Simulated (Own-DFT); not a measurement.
Al3GaN4 (wurtzite random alloy, strained, atoms displaced) (calculated)

Computed with Own-DFT development build. A calculation, not a measurement: plane-wave PBE density functional theory by an unreviewed code, no spin, of a simulated periodic cell, stress positive in tension, free energy of the whole cell less one offset for each atom, forces on such cells passed a denser k mesh, this cell's mesh not checked; offsets are fitted by least squares, one for each functional and potential file, so energies compare only between cells with the same atoms and settings and are not formation energies; the far tail of each file's local potential was reset to the Coulomb form; each entry is a single point on an unrelaxed cell, so the pressure reflects the starting lattice, mostly measured values, from which strain is counted, and rises with the displacements; printed positions are rounded, which can move forces by about a meV/angstrom; the program is a retired in-house code; no spin-orbit coupling.

Settings shared by all entries: functional PBE; potential files PseudoDojo norm-conserving, scalar-relativistic, standard set with the stringent files for Ga; wave cutoff 96 hartree; occupations Gaussian; smearing width 0.01 eV; k mesh 4 x 4 x 3 centred on Gamma.

(1) Al3GaN4 (wurtzite random alloy, strained, atoms displaced)

```
cell vectors (Å)
   9.5816     0.0000     0.0000
  -4.7908     8.2979     0.0000
   0.0000     0.0000    10.0655
atoms (fractions of the cell vectors)
Al  0.10196  0.21686  0.00787
Al  0.21991  0.11214  0.25572
N   0.11209  0.22233  0.18804
N   0.21958  0.10804  0.43953
Ga  0.11501  0.22645  0.49858
Ga  0.21141  0.10945  0.75052
N   0.11464  0.23219  0.68425
N   0.21949  0.10281  0.93229
Al  0.11656  0.55298  0.99296
Al  0.22126  0.44070  0.23728
N   0.10626  0.54968  0.18799
N   0.21873  0.45196  0.44078
Al  0.11230  0.55284  0.50393
Al  0.22597  0.44829  0.74869
N   0.11353  0.55843  0.68770
N   0.22050  0.43670  0.94298
Al  0.11258  0.89076  0.00583
Al  0.22227  0.78121  0.24566
N   0.11556  0.89668  0.19272
N   0.22188  0.77904  0.43263
Al  0.11424  0.88842  0.50061
Al  0.22074  0.77661  0.75583
N   0.12120  0.89320  0.69125
N   0.22416  0.78299  0.93229
Ga  0.44411  0.22864  0.01150
Ga  0.55623  0.10639  0.24275
N   0.43581  0.22108  0.19395
N   0.55660  0.11556  0.44244
Al  0.44550  0.21773  0.49669
Al  0.55517  0.11155  0.74628
N   0.44050  0.22548  0.67996
N   0.56245  0.10906  0.94214
Ga  0.43400  0.55004  0.00037
Al  0.55119  0.44727  0.25643
N   0.44627  0.55103  0.19022
N   0.55469  0.44249  0.43893
Ga  0.44435  0.55360  0.50302
Ga  0.55591  0.44643  0.73867
N   0.44706  0.55107  0.68282
N   0.56391  0.44745  0.94465
Al  0.45037  0.89637  0.00060
Ga  0.55170  0.77038  0.26214
N   0.43703  0.88379  0.19133
N   0.56039  0.78950  0.44000
Al  0.44021  0.88680  0.49760
Al  0.55136  0.77368  0.75185
N   0.45695  0.90026  0.69438
N   0.55683  0.77564  0.93628
Al  0.77805  0.22173  0.99993
Al  0.88460  0.10620  0.25694
N   0.77509  0.21081  0.19225
N   0.90200  0.10779  0.44480
Al  0.77525  0.22342  0.50387
Al  0.88147  0.11068  0.74918
N   0.77989  0.22950  0.69481
N   0.90172  0.12120  0.95079
Al  0.78481  0.55701  0.99524
Al  0.89322  0.44490  0.24953
N   0.77886  0.55650  0.19486
N   0.89306  0.45628  0.43843
Ga  0.77840  0.56353  0.50844
Al  0.89036  0.44374  0.74639
N   0.78054  0.57048  0.68810
N   0.88381  0.44202  0.93572
Al  0.77387  0.89070  0.99515
Al  0.88189  0.76660  0.25099
N   0.77770  0.89242  0.19134
N   0.88654  0.77687  0.44279
Al  0.78237  0.88516  0.50224
Al  0.88307  0.76253  0.74548
N   0.77843  0.89618  0.68968
N   0.88891  0.77778  0.94469
```

```
free energy of cell above offsets : -23.224 eV
pressure                          : -1.37 GPa
stress xx                         : 5.43 GPa
stress yy                         : 3.83 GPa
stress zz                         : -5.16 GPa
stress yz                         : -0.99 GPa
stress xz                         : -0.33 GPa
stress xy                         : -0.24 GPa
```

Force:
```
element  x (eV/Å)  y (eV/Å)  z (eV/Å)
     Al     2.592     0.317    -1.182
     Al    -0.148    -0.206    -0.669
      N    -0.192    -0.303     1.418
      N     1.021    -0.015      0.29
     Ga     0.728     0.446     -0.35
     Ga     0.792     0.775    -1.147
      N    -1.148    -0.253     2.138
      N    -0.732     0.868     3.074
     Al    -1.383     0.512     0.539
     Al     -0.39     0.549     1.705
      N     0.647     0.798    -0.863
      N     0.953     -0.32    -1.404
     Al    -0.967     1.056     -1.54
     Al     0.035    -0.785    -0.204
      N     0.051     0.017     1.314
      N     -1.22    -0.098    -1.061
     Al    -0.283    -0.118     -1.11
     Al    -0.405    -0.767     0.132
      N    -0.339    -1.085     0.066
      N     0.225    -0.265     1.314
     Al    -0.225     0.071    -0.261
     Al     0.424     1.078    -2.146
      N    -1.056    -2.094    -0.807
      N     0.525    -0.867     2.861
     Ga     0.166    -0.641    -2.522
     Ga    -0.903     0.352     1.073
      N     0.378     0.598     1.705
      N     0.777    -0.813     0.182
     Al    -1.062     0.438    -0.431
     Al    -0.756     1.019     0.754
      N       1.3    -0.711     1.043
      N     -0.42      0.43    -0.392
     Ga     2.326     0.873    -0.194
     Al     1.508    -0.578    -1.203
      N    -1.094    -0.191     0.794
      N    -0.079    -0.295     0.539
     Ga    -0.607     0.262    -2.379
     Ga     0.517    -1.252     2.032
      N    -1.976     1.629     2.823
      N    -0.453     0.182    -0.901
     Al    -0.133    -1.159    -0.437
     Ga     0.136     0.703    -3.043
      N     0.332    -0.365    -0.901
      N     0.392    -0.473     2.772
     Al     0.002     0.789      0.45
     Al     0.472     0.827     -0.98
      N    -0.798    -2.158    -0.895
      N    -0.809     0.541     0.556
     Al     0.285     0.163     0.159
     Al     0.695     0.021    -0.554
      N     0.529     1.906    -0.311
      N    -3.132     -0.41    -0.511
     Al     0.733     0.299     -0.92
     Al     1.344      0.76     0.307
      N    -0.159    -0.614    -0.648
      N    -2.611    -1.798    -2.187
     Al    -0.954     0.191     1.203
     Al    -0.967     -0.38     0.077
      N     0.088     -1.21    -0.807
      N     0.788    -1.612     0.901
     Ga      0.39    -1.116    -3.007
     Al    -0.265     0.743     0.349
      N     1.329    -3.919     1.268
      N     1.221     0.254     0.209
     Al      1.02    -0.176     0.973
     Al    -0.028     1.875    -0.246
      N     0.561    -0.786    -0.196
      N     0.581     1.039    -0.429
     Al    -0.789     1.083    -0.202
     Al       0.1     5.659     2.144
      N     0.399    -1.352     0.725
      N     0.123     0.066    -0.847
```

(2) Al3GaN4 (wurtzite random alloy, strained, atoms displaced)

```
cell vectors (Å)
   9.5816     0.0000     0.0000
  -4.7908     8.2979     0.0000
   0.0000     0.0000    10.0655
atoms (fractions of the cell vectors)
Ga  0.11493  0.22301  0.00678
Al  0.22865  0.11056  0.25252
N   0.10991  0.21309  0.19552
N   0.23109  0.11309  0.44059
Al  0.11273  0.22165  0.49664
Al  0.21159  0.10467  0.75042
N   0.11637  0.22880  0.69443
N   0.22023  0.11396  0.94542
Al  0.11297  0.56184  0.00518
Al  0.22388  0.44876  0.23701
N   0.10770  0.55071  0.18880
N   0.22144  0.44623  0.42672
Al  0.11474  0.55453  0.49891
Al  0.23485  0.44606  0.74631
N   0.11346  0.55374  0.69126
N   0.21244  0.43670  0.94125
Al  0.11737  0.89262  0.99823
Al  0.22666  0.78538  0.24811
N   0.11461  0.89089  0.18902
N   0.22101  0.78033  0.43700
Al  0.11127  0.89401  0.50457
Ga  0.21831  0.77368  0.75463
N   0.10197  0.87482  0.69265
N   0.21970  0.77979  0.93498
Al  0.42860  0.21103  0.99301
Al  0.54511  0.10110  0.25805
N   0.44420  0.22476  0.18770
N   0.54738  0.11085  0.44421
Al  0.44372  0.22069  0.49817
Al  0.56282  0.12014  0.75207
N   0.44213  0.21651  0.69278
N   0.53910  0.10276  0.94654
Al  0.44704  0.55884  0.01075
Al  0.55858  0.44427  0.25571
N   0.44125  0.55014  0.19452
N   0.55296  0.44931  0.44479
Al  0.44647  0.54918  0.50301
Ga  0.55948  0.44587  0.76184
N   0.44370  0.55749  0.69080
N   0.55432  0.44773  0.93755
Al  0.44561  0.88473  0.00312
Ga  0.56024  0.78411  0.24765
N   0.44136  0.88815  0.18991
N   0.56074  0.77833  0.44366
Al  0.45350  0.89256  0.49629
Al  0.55200  0.77092  0.74687
N   0.43961  0.88267  0.68823
N   0.56228  0.78702  0.93797
Al  0.78413  0.22725  0.00126
Ga  0.88962  0.10632  0.26201
N   0.78389  0.22611  0.19072
N   0.87795  0.10533  0.44167
Al  0.76700  0.22283  0.50514
Al  0.87938  0.11479  0.74799
N   0.78644  0.22572  0.69423
N   0.90317  0.11175  0.93835
Ga  0.77616  0.55445  0.00163
Al  0.89400  0.45703  0.23800
N   0.77947  0.56288  0.19511
N   0.89100  0.44312  0.44128
Al  0.77703  0.54597  0.48660
Ga  0.88465  0.43466  0.75655
N   0.77630  0.55219  0.69672
N   0.88837  0.44476  0.93548
Al  0.77814  0.87998  0.99392
Ga  0.88477  0.78287  0.24755
N   0.78732  0.90077  0.18699
N   0.88900  0.77975  0.44330
Al  0.77937  0.88674  0.49645
Ga  0.88676  0.77729  0.74807
N   0.78160  0.89406  0.68008
N   0.89025  0.77784  0.94559
```

```
free energy of cell above offsets : -22.715 eV
pressure                          : -1.61 GPa
stress xx                         : 3.7 GPa
stress yy                         : 5.13 GPa
stress zz                         : -4 GPa
stress yz                         : -0.42 GPa
stress xz                         : 0.18 GPa
stress xy                         : 0.78 GPa
```

Force:
```
element  x (eV/Å)  y (eV/Å)  z (eV/Å)
     Ga     -0.73    -0.242    -0.197
     Al    -0.767     0.104    -0.614
      N     0.727     1.282     0.941
      N    -1.292    -0.348     0.408
     Al    -0.467     0.589     0.143
     Al     0.617     0.317      0.01
      N     -0.23    -1.042    -1.327
      N     0.485    -1.644    -1.623
     Al     0.146    -0.819     -1.91
     Al    -0.234    -1.621     1.452
      N      0.16     1.716    -0.153
      N     0.615    -0.333     1.607
     Al    -0.271     0.412    -0.022
     Al    -2.253    -0.344     1.017
      N     0.639    -0.853    -0.573
      N      0.97     2.741     0.298
     Al    -0.883    -0.206     0.311
     Al    -0.768    -1.178     0.687
      N     0.501     0.201    -0.204
      N     0.501     0.123     0.321
     Al      0.66    -1.088    -0.755
     Ga     0.709    -0.257     -2.24
      N     0.146     2.651    -0.576
      N     0.746    -0.289     3.541
     Al     1.665     1.705     1.154
     Al     0.745      2.05    -1.948
      N     0.527    -0.191     0.713
      N     1.179     0.091     -0.17
     Al    -0.513     0.742      1.29
     Al    -0.807     -1.93     0.333
      N    -0.276    -0.069    -0.268
      N     1.747     0.888    -0.921
     Al    -0.345    -0.444    -2.012
     Al     -0.71    -0.388    -0.754
      N     0.882     0.664    -0.398
      N     1.672    -1.413    -0.802
     Al    -1.845     1.187    -0.608
     Ga    -0.288    -0.353    -3.538
      N     0.745    -0.051    -0.341
      N    -0.884    -0.772     3.952
     Al    -0.642     0.698    -1.222
     Ga     0.416    -0.645     0.643
      N     -0.06     0.164     0.122
      N    -0.428    -0.285    -0.132
     Al    -1.268    -1.415     1.051
     Al    -0.116     1.532    -0.379
      N     1.259     1.339    -0.033
      N    -0.139    -1.487     0.558
     Al     0.013    -1.306     0.303
     Ga    -0.448     1.884    -2.336
      N    -1.378     0.098     0.158
      N     0.453     0.748     2.727
     Al     1.546     0.297    -1.111
     Al     3.408    -1.113      0.73
      N     -2.43    -1.455    -1.168
      N    -2.955    -0.991    -0.519
     Ga    -0.026     0.014    -0.536
     Al     0.249    -2.099     1.814
      N    -0.299    -1.345      0.19
      N    -0.282    -0.329     -0.72
     Al    -0.305     1.569     2.109
     Ga     0.455     2.677     -2.19
      N     0.156    -0.242    -1.837
      N     0.599    -0.208      3.56
     Al    -0.239     2.265     0.467
     Ga     1.305      0.59     0.622
      N     -1.08    -1.812    -1.086
      N     0.439    -0.414     0.007
     Al    -0.275     0.013     0.204
     Ga    -0.604    -0.605     0.186
      N    -1.094    -0.066     1.695
      N     0.551     0.341    -0.103
```
